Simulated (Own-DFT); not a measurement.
Simulation results for Hf$_{36}$O$_{71}$ (tetragonal hafnia with one neutral oxygen vacancy, atoms displaced)

Computed with Own-DFT development build. A calculation, not a measurement: plane-wave PBE and HSE06 DFT by an unreviewed code, no spin, of a simulated cell at Gamma alone, so results move with cell size and shape, stress positive in tension, energies less offsets, not probed for a lower state with spin; hafnium file: forces about 75 meV/angstrom off all-electron values; oxygen file: force components 24 meV/angstrom off all-electron in a glass; k mesh not checked against a denser one; forces and stress are PBE's, HSE06 gives the energy alone, and its difference from PBE has offsets of its own; offsets are fitted by least squares, one for each functional and potential file, so energies compare only between cells with the same atoms and settings and are not formation energies; the far tail of each file's local potential was reset to the Coulomb form; each entry is a single point on an unrelaxed cell, so the pressure reflects the starting lattice, taken from the Materials Project, from which strain is counted, and rises with the displacements; printed positions are rounded, which can move forces by about a meV/angstrom; the program is a retired in-house code; no spin-orbit coupling.

Settings shared by all entries: first functional PBE; second functional HSE06; exact exchange share 0.25; screening 0.11 1/bohr; exchange divergence Gygi-Baldereschi; potential files PseudoDojo norm-conserving, scalar-relativistic, made for PBE, standard set; wave cutoff 48 hartree; occupations fixed; k mesh 1 x 1 x 1 centred on Gamma.

(1) Hf$_{36}$O$_{71}$ (tetragonal hafnia with one neutral oxygen vacancy, atoms displaced)

```cif
# cell vector a (Å): 10.7800 0.0000 0.0000
# cell vector b (Å): 0.0000 10.7800 0.0000
# cell vector c (Å): 0.0000 0.0000 10.4493
data_Hf36O71
_symmetry_space_group_name_H-M 'P 1'
_symmetry_Int_Tables_number 1
_cell_length_a 10.7800
_cell_length_b 10.7800
_cell_length_c 10.4493
_cell_angle_alpha 90.000
_cell_angle_beta 90.000
_cell_angle_gamma 90.000
_cell_volume 1214.30
loop_
_atom_site_label
_atom_site_type_symbol
_atom_site_fract_x
_atom_site_fract_y
_atom_site_fract_z
_atom_site_occupancy
Hf1 Hf 0.00030 0.00508 0.99734 1
Hf2 Hf 0.15986 0.17925 0.24470 1
O1 O 0.00571 0.16294 0.15184 1
O2 O 0.15448 0.99954 0.34437 1
O3 O 0.00393 0.16905 0.40615 1
O4 O 0.16490 0.99771 0.09674 1
Hf3 Hf 0.00526 0.99827 0.50359 1
Hf4 Hf 0.16827 0.16747 0.75800 1
O5 O 0.00101 0.15955 0.65988 1
O6 O 0.16853 0.99592 0.83761 1
O7 O 0.16387 0.00567 0.58898 1
Hf5 Hf 0.00021 0.33472 0.00651 1
Hf6 Hf 0.16373 0.50031 0.25388 1
O8 O 0.99958 0.50214 0.14807 1
O9 O 0.16459 0.33404 0.34388 1
O10 O 0.00095 0.50170 0.40504 1
O11 O 0.16391 0.33506 0.09419 1
Hf7 Hf 0.99657 0.33121 0.50248 1
Hf8 Hf 0.16723 0.49401 0.74075 1
O12 O 0.00849 0.50660 0.65036 1
O13 O 0.16543 0.33782 0.84593 1
O14 O 0.99947 0.50650 0.90596 1
O15 O 0.16951 0.33809 0.59029 1
Hf9 Hf 0.00336 0.65989 0.99827 1
Hf10 Hf 0.16636 0.83572 0.25240 1
O16 O 0.99759 0.83598 0.15600 1
O17 O 0.16875 0.66349 0.35097 1
O18 O 0.00213 0.83321 0.39512 1
O19 O 0.16647 0.66143 0.08951 1
Hf11 Hf 0.00073 0.66978 0.50768 1
Hf12 Hf 0.16551 0.82615 0.74689 1
O20 O 0.99664 0.83652 0.64918 1
O21 O 0.16827 0.66699 0.83970 1
O22 O 0.00116 0.83368 0.90349 1
O23 O 0.16585 0.66279 0.59453 1
Hf13 Hf 0.33681 0.99878 0.00325 1
Hf14 Hf 0.50105 0.16712 0.25212 1
O24 O 0.33647 0.16522 0.15008 1
O25 O 0.50593 0.99109 0.34686 1
O26 O 0.33776 0.16954 0.40394 1
O27 O 0.50623 0.99491 0.09379 1
Hf15 Hf 0.33136 0.99137 0.49562 1
Hf16 Hf 0.51041 0.16883 0.75320 1
O28 O 0.33591 0.17442 0.65066 1
O29 O 0.49577 0.00049 0.84899 1
O30 O 0.32830 0.16511 0.90267 1
O31 O 0.50462 0.00122 0.60848 1
Hf17 Hf 0.33577 0.32780 0.00000 1
Hf18 Hf 0.49687 0.49944 0.25183 1
O32 O 0.34201 0.50083 0.14868 1
O33 O 0.50979 0.32899 0.34576 1
O34 O 0.32570 0.50042 0.40552 1
O35 O 0.49590 0.33114 0.09993 1
Hf19 Hf 0.33495 0.33032 0.50626 1
Hf20 Hf 0.49731 0.49943 0.75587 1
O36 O 0.33206 0.50515 0.65752 1
O37 O 0.50348 0.33425 0.84159 1
O38 O 0.33553 0.50260 0.90325 1
O39 O 0.49465 0.33121 0.59835 1
Hf21 Hf 0.32942 0.66518 0.99101 1
Hf22 Hf 0.49455 0.83576 0.24208 1
O40 O 0.32848 0.82894 0.14500 1
O41 O 0.50226 0.66318 0.35018 1
O42 O 0.33689 0.83226 0.39620 1
O43 O 0.49929 0.67072 0.10454 1
Hf23 Hf 0.32729 0.66765 0.49804 1
Hf24 Hf 0.50777 0.83438 0.73924 1
O44 O 0.33819 0.82532 0.65846 1
O45 O 0.50062 0.66276 0.84423 1
O46 O 0.33430 0.83106 0.90178 1
O47 O 0.50360 0.66169 0.59009 1
Hf25 Hf 0.66265 0.99098 0.99857 1
Hf26 Hf 0.83108 0.17116 0.23914 1
O48 O 0.67370 0.17333 0.14970 1
O49 O 0.83205 0.00519 0.35421 1
O50 O 0.67541 0.16326 0.40058 1
O51 O 0.83237 0.00186 0.10231 1
Hf27 Hf 0.66847 0.00495 0.50449 1
Hf28 Hf 0.84103 0.16263 0.74849 1
O52 O 0.66569 0.16501 0.65012 1
O53 O 0.83076 0.00519 0.85289 1
O54 O 0.67028 0.16393 0.89509 1
O55 O 0.82936 0.00681 0.59943 1
Hf29 Hf 0.66456 0.33041 0.99603 1
Hf30 Hf 0.83422 0.49840 0.24757 1
O56 O 0.66581 0.49973 0.15532 1
O57 O 0.83385 0.32561 0.34616 1
O58 O 0.66098 0.49999 0.39826 1
O59 O 0.83113 0.33132 0.09756 1
Hf31 Hf 0.66993 0.32900 0.49974 1
Hf32 Hf 0.83098 0.50356 0.74700 1
O60 O 0.66921 0.50211 0.65370 1
O61 O 0.83455 0.33027 0.84642 1
O62 O 0.66169 0.49789 0.90983 1
O63 O 0.83454 0.33571 0.59517 1
Hf33 Hf 0.66019 0.66511 0.99784 1
Hf34 Hf 0.84071 0.83495 0.24507 1
O64 O 0.66005 0.83940 0.15104 1
O65 O 0.83198 0.66906 0.34459 1
O66 O 0.66244 0.82684 0.40468 1
O67 O 0.83153 0.67345 0.09515 1
Hf35 Hf 0.66288 0.66283 0.50441 1
Hf36 Hf 0.83417 0.83040 0.75918 1
O68 O 0.66937 0.82455 0.65137 1
O69 O 0.82763 0.65986 0.84040 1
O70 O 0.66899 0.82857 0.90081 1
O71 O 0.83222 0.66609 0.59469 1
```

| Property | Result |
| --- | --- |
| PBE energy of cell above offsets | -97.887 eV |
| HSE06 less PBE above offsets | 0.020 eV |
| PBE pressure | 2.37 GPa |
| PBE stress xx | -3.12 GPa |
| PBE stress yy | -1.11 GPa |
| PBE stress zz | -2.87 GPa |
| PBE stress yz | -1.06 GPa |
| PBE stress xz | -0.09 GPa |
| PBE stress xy | -0.09 GPa |

Force:
| element | x (eV/Å) | y (eV/Å) | z (eV/Å) |
| --- | --- | --- | --- |
| Hf | -0.103 | -0.524 | 0.538 |
| Hf | 1.839 | -2.088 | 1.24 |
| O | -1.631 | 0.609 | -1.317 |
| O | 1.238 | 0.631 | 0.022 |
| O | 0.377 | 0.007 | 0.187 |
| O | 0.35 | 0.093 | -0.725 |
| Hf | -2.498 | 0.15 | -2.142 |
| Hf | 1.12 | -0.326 | -0.969 |
| O | 1.093 | 0.728 | -0.092 |
| O | -0.513 | 0.369 | 0.567 |
| O | 2.325 | -0.66 | 0.816 |
| Hf | -0.81 | 0.221 | -1.84 |
| Hf | 1.097 | 0.642 | -0.306 |
| O | -0.09 | -0.35 | 0.551 |
| O | -0.065 | 0.473 | -0.03 |
| O | -0.119 | -0.548 | -0.306 |
| O | 0.963 | -0.273 | 0.574 |
| Hf | 0.719 | 0.534 | -1.2 |
| Hf | 0.422 | 0.778 | 1.113 |
| O | -2.221 | -0.398 | 0.149 |
| O | -0.436 | -0.847 | 0.372 |
| O | -0.101 | -2.233 | -0.909 |
| O | -1.271 | -0.08 | 1.047 |
| Hf | -0.808 | 1.868 | 0.993 |
| Hf | -0.903 | -0.052 | -0.693 |
| O | 1.931 | -0.195 | -0.983 |
| O | 0.069 | 0.897 | -0.587 |
| O | 0.125 | -0.33 | 1.298 |
| O | -0.056 | -0.069 | 0.72 |
| Hf | -1.404 | -0.223 | -2.061 |
| Hf | 0.429 | 0.82 | 0.521 |
| O | 0.325 | -0.252 | 0.248 |
| O | -0.118 | -0.752 | 0.459 |
| O | -0.478 | -0.219 | -0.368 |
| O | 0.235 | 1.064 | 0.611 |
| Hf | -0.679 | -0.794 | -0.727 |
| Hf | 0.295 | -0.197 | 0.238 |
| O | -0.511 | -0.071 | 0.222 |
| O | -0.814 | 2.183 | 0.192 |
| O | 0.02 | -1.368 | -0.362 |
| O | -1.873 | 0.701 | 0.79 |
| Hf | 0.917 | 2.154 | 0.522 |
| Hf | -1.338 | -1.083 | -0.959 |
| O | -0.527 | -0.496 | 1.011 |
| O | 0.502 | -0.372 | 0.222 |
| O | 0.003 | 0.207 | 0.078 |
| O | -1.167 | -0.615 | -1.069 |
| Hf | -0.233 | 1.112 | 0.237 |
| Hf | 1.272 | 0.864 | 0.497 |
| O | -2.255 | -0.329 | 0.426 |
| O | -0.448 | 0.125 | 0.278 |
| O | 0.4 | -0.669 | -0.103 |
| O | 0.867 | -0.498 | -0.844 |
| Hf | 0.25 | -0.222 | -0.866 |
| Hf | 0.209 | 0.548 | -1.466 |
| O | 0.691 | -0.095 | -0.606 |
| O | -0.237 | -0.455 | 1.594 |
| O | 0.15 | -1.751 | -0.423 |
| O | 1.978 | 0.538 | 0.064 |
| Hf | 0.927 | 0.63 | 1.415 |
| Hf | 1.413 | -2.17 | 1.025 |
| O | -0.025 | 0.752 | 0.546 |
| O | -0.966 | 0.42 | -0.682 |
| O | -0.867 | 0.195 | 0.371 |
| O | -0.065 | -0.197 | -1.493 |
| Hf | 1.862 | -0.98 | -0.407 |
| Hf | -0.786 | 0.04 | 1.451 |
| O | -1.099 | 0.408 | -1.626 |
| O | 0.343 | 1.129 | 0.334 |
| O | -0.164 | 0.588 | -0.028 |
| O | -2.11 | 0.258 | 1.453 |
| Hf | 1.6 | 0.641 | 0.106 |
| Hf | 0.417 | -2.092 | 2.053 |
| O | -2.475 | -0.199 | -0.53 |
| O | 0.409 | -0.618 | -1.074 |
| O | -1.006 | 0.727 | 0.106 |
| O | 0.377 | -0.005 | -1.026 |
| Hf | 0.405 | -1.762 | -1.842 |
| Hf | -1.896 | 0.316 | 0.501 |
| O | 0.762 | 0.738 | -0.316 |
| O | 0.892 | -1.165 | -0.172 |
| O | -0.926 | 0.277 | 0.778 |
| O | 1.012 | -0.349 | 0.773 |
| Hf | 0.121 | -0.461 | 0.677 |
| Hf | -1.165 | 1.215 | 1.124 |
| O | 0.221 | -0.183 | -0.443 |
| O | 0.22 | 1.771 | 0.208 |
| O | 0.924 | -1.131 | 1.088 |
| O | 0.897 | 0.284 | -0.252 |
| Hf | -1.13 | 0.746 | -0.924 |
| Hf | 0.757 | -1.379 | -0.494 |
| O | -0.657 | -0.555 | 0.392 |
| O | 0.487 | 0.554 | -0.021 |
| O | 0.237 | -0.129 | -0.825 |
| O | 0.119 | -0.109 | 0.534 |
| Hf | 0.037 | -0.228 | 1.842 |
| Hf | -2.421 | 0.216 | 1.833 |
| O | 1.329 | -0.037 | -0.442 |
| O | 0.536 | -0.94 | -0.448 |
| O | 0.208 | 1.078 | 0.67 |
| O | 0.052 | -0.371 | -0.703 |
| Hf | 0.88 | 0.709 | -2.673 |
| Hf | -0.194 | 0.456 | -0.957 |
| O | 0.834 | 0.478 | 0.559 |
| O | 0.123 | 1.301 | 0.891 |
| O | 0.084 | 0.555 | -0.606 |
| O | 0.966 | -0.302 | 0.812 |

(2) Hf$_{36}$O$_{71}$ (tetragonal hafnia with one neutral oxygen vacancy, atoms displaced)

```cif
# cell vector a (Å): 10.7800 0.0000 0.0000
# cell vector b (Å): 0.0000 10.7800 0.0000
# cell vector c (Å): 0.0000 0.0000 10.4493
data_Hf36O71
_symmetry_space_group_name_H-M 'P 1'
_symmetry_Int_Tables_number 1
_cell_length_a 10.7800
_cell_length_b 10.7800
_cell_length_c 10.4493
_cell_angle_alpha 90.000
_cell_angle_beta 90.000
_cell_angle_gamma 90.000
_cell_volume 1214.30
loop_
_atom_site_label
_atom_site_type_symbol
_atom_site_fract_x
_atom_site_fract_y
_atom_site_fract_z
_atom_site_occupancy
Hf1 Hf 0.00455 0.98546 0.00456 1
Hf2 Hf 0.16818 0.16618 0.25564 1
O1 O 0.99917 0.17661 0.15043 1
O2 O 0.17394 0.99799 0.34794 1
O3 O 0.99434 0.16969 0.40140 1
O4 O 0.17165 0.99773 0.09776 1
Hf3 Hf 0.99387 0.00788 0.49014 1
Hf4 Hf 0.15553 0.15685 0.75394 1
O5 O 0.01012 0.16714 0.64361 1
O6 O 0.16604 0.00260 0.85622 1
O7 O 0.99981 0.16318 0.90024 1
O8 O 0.16345 0.00835 0.59720 1
Hf5 Hf 0.99695 0.33004 0.99509 1
Hf6 Hf 0.15846 0.50791 0.22980 1
O9 O 0.99750 0.50912 0.14883 1
O10 O 0.16424 0.33701 0.35020 1
O11 O 0.99542 0.49796 0.39041 1
O12 O 0.16845 0.33274 0.09789 1
Hf7 Hf 0.99608 0.33482 0.50991 1
Hf8 Hf 0.16859 0.49909 0.75058 1
O13 O 0.00415 0.50478 0.64192 1
O14 O 0.19365 0.32225 0.86232 1
O15 O 0.99483 0.50842 0.88978 1
O16 O 0.17687 0.32891 0.58691 1
Hf9 Hf 0.01357 0.66795 0.99874 1
Hf10 Hf 0.16524 0.84546 0.24639 1
O17 O 0.00743 0.84195 0.13773 1
O18 O 0.17119 0.66363 0.35505 1
O19 O 0.98926 0.83190 0.40568 1
O20 O 0.16433 0.66104 0.09132 1
Hf11 Hf 0.00148 0.64905 0.50593 1
Hf12 Hf 0.18454 0.82432 0.75243 1
O21 O 0.00571 0.83139 0.64500 1
O22 O 0.17042 0.66680 0.83196 1
O23 O 0.98849 0.82493 0.90529 1
O24 O 0.15869 0.66888 0.59305 1
Hf13 Hf 0.34122 0.00035 0.99142 1
Hf14 Hf 0.49923 0.16548 0.25066 1
O25 O 0.33109 0.17668 0.16260 1
O26 O 0.49895 0.99724 0.35800 1
O27 O 0.32135 0.16194 0.39688 1
O28 O 0.51036 0.00930 0.10783 1
Hf15 Hf 0.32532 0.99534 0.48783 1
Hf16 Hf 0.50183 0.17242 0.75348 1
O29 O 0.32932 0.17155 0.65678 1
O30 O 0.51166 0.99194 0.83634 1
O31 O 0.33241 0.16496 0.89288 1
O32 O 0.50116 0.99462 0.59449 1
Hf17 Hf 0.31870 0.33114 0.99461 1
Hf18 Hf 0.50586 0.50863 0.23883 1
O33 O 0.32945 0.50573 0.15260 1
O34 O 0.50215 0.32526 0.33884 1
O35 O 0.32835 0.50134 0.39278 1
O36 O 0.49396 0.33381 0.08009 1
Hf19 Hf 0.32799 0.31045 0.49085 1
Hf20 Hf 0.51378 0.49695 0.76442 1
O37 O 0.32704 0.49492 0.65757 1
O38 O 0.49749 0.33582 0.84824 1
O39 O 0.31834 0.50387 0.90345 1
O40 O 0.49225 0.34129 0.59293 1
Hf21 Hf 0.33226 0.66630 0.99817 1
Hf22 Hf 0.49739 0.83819 0.24659 1
O41 O 0.31285 0.83621 0.16307 1
O42 O 0.50518 0.65945 0.34800 1
O43 O 0.32636 0.84425 0.39539 1
O44 O 0.51563 0.66579 0.09510 1
Hf23 Hf 0.33312 0.66735 0.50302 1
Hf24 Hf 0.50873 0.81747 0.75363 1
O45 O 0.33554 0.83084 0.66492 1
O46 O 0.51227 0.66454 0.84239 1
O47 O 0.33932 0.82924 0.89979 1
O48 O 0.49933 0.66356 0.58349 1
Hf25 Hf 0.66861 0.00928 0.98921 1
Hf26 Hf 0.81271 0.17779 0.24019 1
O49 O 0.65341 0.16033 0.14491 1
O50 O 0.82254 0.98812 0.35560 1
O51 O 0.65685 0.16411 0.40351 1
O52 O 0.83755 0.01449 0.10227 1
Hf27 Hf 0.66138 0.99405 0.49252 1
Hf28 Hf 0.82335 0.16944 0.75094 1
O53 O 0.65685 0.17427 0.66543 1
O54 O 0.83189 0.99994 0.83893 1
O55 O 0.66928 0.16020 0.91189 1
O56 O 0.83349 0.99314 0.59629 1
Hf29 Hf 0.67233 0.33763 0.00284 1
Hf30 Hf 0.83041 0.49423 0.25488 1
O57 O 0.65613 0.51403 0.15002 1
O58 O 0.84030 0.34803 0.34530 1
O59 O 0.67523 0.49911 0.39233 1
O60 O 0.82999 0.33675 0.09711 1
Hf31 Hf 0.67208 0.33730 0.49395 1
Hf32 Hf 0.83478 0.50207 0.76066 1
O61 O 0.82892 0.33404 0.84640 1
O62 O 0.67473 0.48671 0.89969 1
O63 O 0.82481 0.33698 0.59178 1
Hf33 Hf 0.65635 0.65823 0.99801 1
Hf34 Hf 0.83031 0.83091 0.24031 1
O64 O 0.66881 0.84247 0.15009 1
O65 O 0.83186 0.67994 0.34914 1
O66 O 0.66282 0.83878 0.40814 1
O67 O 0.83657 0.67301 0.09222 1
Hf35 Hf 0.65034 0.66459 0.49674 1
Hf36 Hf 0.82545 0.81849 0.75303 1
O68 O 0.66876 0.82787 0.65233 1
O69 O 0.81545 0.67479 0.84590 1
O70 O 0.66059 0.82904 0.89417 1
O71 O 0.83021 0.67670 0.60666 1
```

| Property | Result |
| --- | --- |
| PBE energy of cell above offsets | -84.738 eV |
| HSE06 less PBE above offsets | 0.693 eV |
| PBE pressure | 6.45 GPa |
| PBE stress xx | -5.95 GPa |
| PBE stress yy | -6.68 GPa |
| PBE stress zz | -6.71 GPa |
| PBE stress yz | 0.9 GPa |
| PBE stress xz | 0.47 GPa |
| PBE stress xy | 0.42 GPa |

Force:
| element | x (eV/Å) | y (eV/Å) | z (eV/Å) |
| --- | --- | --- | --- |
| Hf | -0.639 | 1.587 | -0.884 |
| Hf | -1.541 | 1.886 | -0.537 |
| O | -0.501 | 0.49 | 0.262 |
| O | -1.227 | 1.288 | 0.023 |
| O | -0.23 | 0.913 | -0.593 |
| O | 0.398 | 0.814 | -0.217 |
| Hf | -0.948 | -3.659 | 1.959 |
| Hf | 2.573 | 0.187 | -1.073 |
| O | -3.375 | 1.386 | 0.53 |
| O | 0.306 | -2.258 | 0.177 |
| O | -0.189 | 1.389 | 0.007 |
| O | 0.959 | -0.412 | -0.281 |
| Hf | 1.465 | -1.366 | 1.059 |
| Hf | 2.325 | -0.977 | 5.144 |
| O | -1.582 | -0.749 | -1.63 |
| O | -0.123 | -0.733 | -1.226 |
| O | -0.36 | -0.295 | 0.617 |
| O | -2.347 | 0.741 | 0.359 |
| Hf | 2.851 | -0.502 | -2.265 |
| Hf | 1.659 | -1.412 | -1.417 |
| O | -1.015 | -1.767 | 1.178 |
| O | -4.535 | 1.355 | -3.632 |
| O | 0.309 | -1.473 | 0.589 |
| O | -3.572 | 0.7 | 1.909 |
| Hf | -4.517 | 0.087 | -0.353 |
| Hf | -4.195 | -1.926 | 3.823 |
| O | -0.833 | -0.72 | 1.086 |
| O | -0.616 | 0.821 | -1.946 |
| O | 1.291 | 0.587 | -1.09 |
| O | 2.323 | 0.403 | 0.38 |
| Hf | -1.637 | 4.37 | -1.835 |
| Hf | -5.406 | 3.443 | -2.248 |
| O | 0.279 | -0.163 | 2.331 |
| O | -0.129 | -1.055 | 2.981 |
| O | 0.656 | 0.516 | -0.632 |
| O | 3.247 | -0.156 | 1.258 |
| Hf | -0.612 | 1.367 | 0.386 |
| Hf | -1.129 | -0.494 | 0.219 |
| O | 0.293 | -0.626 | -1.434 |
| O | -0.506 | 0.227 | -2.042 |
| O | 0.651 | -2.038 | -0.987 |
| O | -2.856 | -1.752 | -1.503 |
| Hf | 0.899 | 1.687 | 3.782 |
| Hf | -3.68 | -1.22 | -1.164 |
| O | 1.039 | -0.187 | -0.369 |
| O | -0.842 | 1.203 | 1.698 |
| O | 1.561 | -1.934 | 2.025 |
| O | -1.094 | 0.236 | -0.143 |
| Hf | 3.091 | -0.183 | 1.771 |
| Hf | -4.969 | -2.724 | 2.861 |
| O | 1.514 | 0.837 | -1.497 |
| O | 0.274 | 1.926 | -0.152 |
| O | 1.11 | 0.043 | 1.733 |
| O | 1.862 | 0.508 | 0.867 |
| Hf | 1.14 | 5.166 | 1.226 |
| Hf | -1.591 | -2.245 | -4.19 |
| O | 1.149 | 1.713 | 0.682 |
| O | 0.545 | 0.006 | 0.024 |
| O | 0.845 | 1.121 | 0.585 |
| O | 2.17 | 0.053 | -0.082 |
| Hf | -0.173 | -1.577 | 0.835 |
| Hf | 0.995 | 0.707 | 1.163 |
| O | 6.814 | -1.17 | -3.513 |
| O | -0.119 | 2.257 | -0.754 |
| O | 1.087 | -3.597 | 0.28 |
| O | -6.433 | 1.272 | 1.556 |
| Hf | -3.187 | -2.582 | -2.526 |
| Hf | 1.076 | 4.903 | -2.551 |
| O | 1.916 | -0.632 | -2.411 |
| O | -0.654 | -2.787 | 2.354 |
| O | 0.05 | 0.082 | 1.264 |
| O | -1.478 | -0.08 | 3.19 |
| Hf | 0.836 | -5.477 | 2.014 |
| Hf | 3.122 | -3.028 | 1.212 |
| O | 2.098 | 1.697 | 0.4 |
| O | 0.24 | 2.449 | -2 |
| O | 1.427 | 1.387 | -0.713 |
| O | -0.544 | -0.014 | -0.806 |
| Hf | 1.267 | 0.686 | 2.48 |
| Hf | 1.403 | -2.96 | -0.938 |
| O | 2.374 | 0.304 | -1.29 |
| O | -0.485 | 0.455 | 1.028 |
| O | 0.166 | 5.142 | -2.463 |
| O | -0.718 | 1.841 | -0.161 |
| Hf | -3.469 | -2.212 | -0.025 |
| Hf | 0.993 | 5.744 | -1.043 |
| O | 4.243 | -1.64 | -1.754 |
| O | -1.166 | -4.961 | 1.13 |
| O | -0.621 | -0.036 | 0.903 |
| O | 0.301 | 0.084 | 0.88 |
| Hf | -3.866 | -0.419 | 0.186 |
| Hf | -0.364 | 2.174 | -2.226 |
| O | 0.739 | -0.468 | 0.627 |
| O | -0.683 | 2.45 | -0.552 |
| O | 1.254 | 0.088 | 1.608 |
| Hf | 6.49 | 2.144 | -1.785 |
| Hf | 1.649 | 0.17 | 1.724 |
| O | -1.719 | -0.517 | 0.061 |
| O | -0.705 | -2.554 | -0.707 |
| O | -1.389 | -3.185 | -1.697 |
| O | -0.43 | -0.2 | -0.511 |
| Hf | 5.091 | 1.404 | -1.107 |
| Hf | 2.76 | 4.569 | -3.506 |
| O | -1.889 | -0.313 | -0.58 |
| O | 0.101 | -5.574 | 1.98 |
| O | -0.131 | 0.351 | 1.524 |
| O | -0.263 | -2.408 | -0.896 |
